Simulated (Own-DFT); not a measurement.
# Device materials side by side: how hard are they to compress?

Source: density functional calculations with Own-DFT, an unreviewed in-house program that is no longer used. Nothing was measured or relaxed, and spin and spin-orbit coupling are left out.

Known weak points (not all hold for every row): forces on such cells moved up to 12 meV/angstrom on a denser k mesh; k mesh not checked against a denser one; forces on such cells passed a denser k mesh, each cell not checked; stress not checked against mesh or cutoff.

All runs are PBE with PseudoDojo norm-conserving files; cutoff and k mesh are each material's own. Every cell starts from measured lattice constants and was given uniform random strains and small random moves of its atoms. Each triple is the change of volume in per cent, the rms move u in Å and the pressure in GPa.

- 2H SiC (C36Si36), 10.36 Å³/atom unstrained: (-3.52, 0.049, 13.95); (-2.48, 0.050, 11.56); (-1.98, 0.048, 9.80); (-0.97, 0.048, 7.77); (0.36, 0.050, 4.80); (0.66, 0.052, 4.15); (1.57, 0.048, 1.80)
- wurtzite AlN (Al64N64), 10.45 Å³/atom unstrained: withheld
- wurtzite GaN (Ga48N48), 11.42 Å³/atom unstrained: (-2.67, 0.047, 12.64); (-1.11, 0.049, 9.13); (-1.09, 0.051, 9.11); (-0.55, 0.052, 8.17); (0.25, 0.051, 6.71); (0.90, 0.048, 5.32); (1.17, 0.049, 4.67)
- diamond silicon (Si64), 20.02 Å³/atom unstrained: (-2.20, 0.050, 4.81); (-1.65, 0.052, 4.29); (0.00, 0.047, 2.59); (0.56, 0.048, 2.06); (1.00, 0.051, 1.81); (1.26, 0.051, 1.36); (1.82, 0.050, 0.97)
- zincblende GaP (Ga32P32), 20.24 Å³/atom unstrained: (-1.56, 0.050, 4.68); (-1.21, 0.051, 4.55); (-1.07, 0.048, 4.34); (0.85, 0.052, 2.72); (1.53, 0.050, 1.76); (2.22, 0.050, 1.46); (2.52, 0.049, 1.12)
- grey tin (Sn64), 34.15 Å³/atom unstrained: (-2.59, 0.047, 5.09); (-2.34, 0.049, 5.08); (-1.58, 0.051, 4.49); (-0.14, 0.052, 3.80); (0.90, 0.052, 3.28); (1.07, 0.047, 3.18); (1.09, 0.048, 3.11)

## Fit

Fit a line to each set against the fractional change of volume; B is minus its slope, and u is nearly the same within a set. To take it to zero pressure, assume that B rises by 4 GPa for each GPa: B0 = B - 4 x (mean pressure). The bond length of an ideal tetrahedral crystal with the unstrained volume v is d = (√3/4)(8 v)^(1/3). Cohen's empirical rule reads B0 = (1971 - 220 L) d^(-3.5) GPa, with L = 0 for group IV crystals and SiC and 1 for III-V compounds.

| material | L | d (Å) | B (GPa) | mean P (GPa) | B0 (GPa) | rule (GPa) |
|---|---|---|---|---|---|---|
| 2H SiC (C36Si36) | 0 | 1.888 | 235 ± 5 | 7.7 | 204 ± 5 | 213 |
| wurtzite AlN (Al64N64) | 1 | 1.893 | ? | ? | ? | 188 |
| wurtzite GaN (Ga48N48) | 1 | 1.950 | 202 ± 5 | 8.0 | 170 ± 5 | 169 |
| diamond silicon (Si64) | 0 | 2.352 | 97 ± 2 | 2.6 | 86 ± 2 | 99 |
| zincblende GaP (Ga32P32) | 1 | 2.360 | 90 ± 3 | 2.9 | 78 ± 3 | 87 |
| grey tin (Sn64) | 0 | 2.810 | 54 ± 2 | 4.0 | 38 ± 2 | 53 |

A line through ln[B0/(1971 - 220 L)] against ln d has a slope of -4.3 ± 0.2 and a scatter of 5 %. Against the rule, B0 stands at 96 % for 2H SiC, 101 % for wurtzite GaN, 87 % for diamond silicon, 90 % for zincblende GaP, 71 % for grey tin. PBE tends to make silicon and heavier crystals too soft, and the rule itself is only a guide.

## Test on the hidden row

Q: what B0 does the fitted trend give for wurtzite AlN (Al64N64)?

Estimate: 189 GPa. Its own runs give B = 209 ± 4 GPa at a mean pressure of 6.8 GPa, so B0 = 181 GPa.
